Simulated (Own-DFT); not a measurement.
# One host, several defects: C40 NbSi2

No measurement is shown. These are fixed-geometry runs of a retired plane-wave code named Own-DFT, which no person has reviewed; spin and spin-orbit coupling are neglected.

All runs used: PBEsol; PseudoDojo norm-conserving scalar-relativistic files, made for PBE; cutoff 42 hartree; 4 x 4 x 5 k mesh centred on Gamma; cold (Marzari-Vanderbilt) smearing of 0.2 eV.

Limits: forces on such cells failed a check on a denser k mesh; stress not checked against mesh or cutoff.

All runs share one cell, with vectors in Å (0.000, 8.324, 0.000); (-9.613, 0.000, 0.000); (0.000, 0.000, 6.586) and a volume of 527.0 Å³. Atoms were moved at random from their sites; u is the rms move along one axis. The defect's site can differ from row to row.

| cell | formula | u (Å) | P (GPa) |
|---|---|---|---|
| no defect | Nb12Si24 | 0.0194 | -2.16 |
| no defect | Nb12Si24 | 0.0215 | -2.07 |
| no defect | Nb12Si24 | 0.0475 | -1.34 |
| one Si vacancy | Nb12Si23 | 0.0286 | -2.62 |
| one Si vacancy | Nb12Si23 | 0.0318 | -2.42 |
| one Si vacancy | Nb12Si23 | 0.0504 | -1.81 |
| two Nb on a Si site each | Nb14Si22 | 0.0299 | 3.23 |
| two Nb on a Si site each | Nb14Si22 | 0.0324 | 3.77 |
| two Nb on a Si site each | Nb14Si22 | 0.0481 | 4.39 |
| two Nb on a Si site each | Nb14Si22 | 0.0489 | ? |
| two Nb vacancies | Nb10Si24 | 0.0287 | -3.49 |
| two Nb vacancies | Nb10Si24 | 0.0301 | -3.45 |
| two Nb vacancies | Nb10Si24 | 0.0459 | -2.96 |
| two Si on a Nb site each | Nb10Si26 | 0.0298 | -1.74 |
| two Si on a Nb site each | Nb10Si26 | 0.0437 | -1.34 |
| two Si on a Nb site each | Nb10Si26 | 0.0472 | -0.78 |

## Worked fit

P = P0 + c u² + a shift for each defect gives P0 = -2.37 GPa, c = 500 ± 62 GPa/Å² and a scatter of 0.17 GPa. The shifts, and each times the cell's volume:

- two Nb on a Si site each: 5.46 ± 0.14 GPa, 18.0 eV (9.0 eV for each of its 2 sites)
- two Si on a Nb site each: 0.25 ± 0.14 GPa, 0.8 eV (0.4 eV for each of its 2 sites) (not resolved)
- one Si vacancy: -0.64 ± 0.14 GPa, -2.1 eV
- two Nb vacancies: -1.57 ± 0.14 GPa, -5.2 eV (-2.6 eV for each of its 2 sites)

Positive is outwards. The product with the volume (160.2 GPa Å³ to the eV) is nearly free of the cell's size; divided by the bulk modulus at the cell's pressure it gives the volume that the defect adds. The atoms around the defects weren't relaxed, which would change these numbers.

## Withheld run

Question: what pressure belongs in the blank (two Nb on a Si site each, u = 0.0489 Å)?

Estimate: 4.28 ± 0.20 GPa. The hidden result is 4.05 GPa.
